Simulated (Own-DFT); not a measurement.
# Which defects push the lattice out? zincblende GaAs

No measurement is shown. These are fixed-geometry runs of a retired plane-wave code named Own-DFT, which no person has reviewed; spin and spin-orbit coupling are neglected.

Common settings: PBE; PseudoDojo norm-conserving scalar-relativistic files; cutoff 42 hartree; 3 x 3 x 3 k mesh centred on Gamma; Fermi-Dirac smearing of 0.1 eV.

Keep in mind (not all hold for every row): not probed for a lower state with spin; forces not confirmed at this smearing and k mesh; stress not checked against mesh or cutoff.

All runs share one cell, with vectors in Å (10.862, 0.000, 0.000); (0.000, 10.862, 0.000); (0.000, 0.000, 11.796) and a volume of 1391.7 Å³, strained against the parent crystal. Atoms were moved at random from their sites; u is the rms move along one axis. The defect's site can differ from row to row.

| cell | formula | u (Å) | P (GPa) |
|---|---|---|---|
| no defect | As32Ga32 | 0.0300 | 6.69 |
| no defect | As32Ga32 | 0.0313 | 6.68 |
| no defect | As32Ga32 | 0.0505 | 7.17 |
| one Al on a Ga site | AlAs32Ga31 | 0.0298 | 6.66 |
| one Al on a Ga site | AlAs32Ga31 | 0.0308 | 6.65 |
| one Al on a Ga site | AlAs32Ga31 | 0.0486 | 6.95 |
| one P on an As site | As31Ga32P | 0.0283 | 6.32 |
| one P on an As site | As31Ga32P | 0.0318 | 6.44 |
| one P on an As site | As31Ga32P | 0.0514 | 6.76 |
| one In on a Ga site | As32Ga31In | 0.0276 | 7.34 |
| one In on a Ga site | As32Ga31In | 0.0286 | 7.40 |
| one In on a Ga site | As32Ga31In | 0.0308 | 7.37 |
| one In on a Ga site | As32Ga31In | 0.0321 | ? |
| one As vacancy and one Ga vacancy | As31Ga31 | 0.0305 | 5.89 |
| one As vacancy and one Ga vacancy | As31Ga31 | 0.0463 | 6.27 |
| one As vacancy and one Ga vacancy | As31Ga31 | 0.0531 | 6.31 |

## What the rows give

P = P0 + c u² + a shift for each defect gives P0 = 6.49 GPa, c = 241 ± 19 GPa/Å² and a scatter of 0.05 GPa. The shifts, and each times the cell's volume:

- one In on a Ga site: 0.68 ± 0.04 GPa, 5.9 eV
- one Al on a Ga site: -0.07 ± 0.04 GPa, -0.6 eV (not resolved)
- one P on an As site: -0.34 ± 0.04 GPa, -3.0 eV
- one As vacancy and one Ga vacancy: -0.81 ± 0.04 GPa, -7.0 eV

A positive shift means that the defect pushes the cell outwards. Shift times volume (160.2 GPa Å³ is 1 eV) depends little on the cell's size, so, taken for each site, it can be compared between cells at like pressure. The atoms around the defects weren't relaxed, which would change these numbers.

## Test on the hidden row

Q: what pressure belongs in the blank (one In on a Ga site, u = 0.0321 Å)?

The fit gives 7.42 ± 0.06 GPa. Computed: 7.54 GPa.
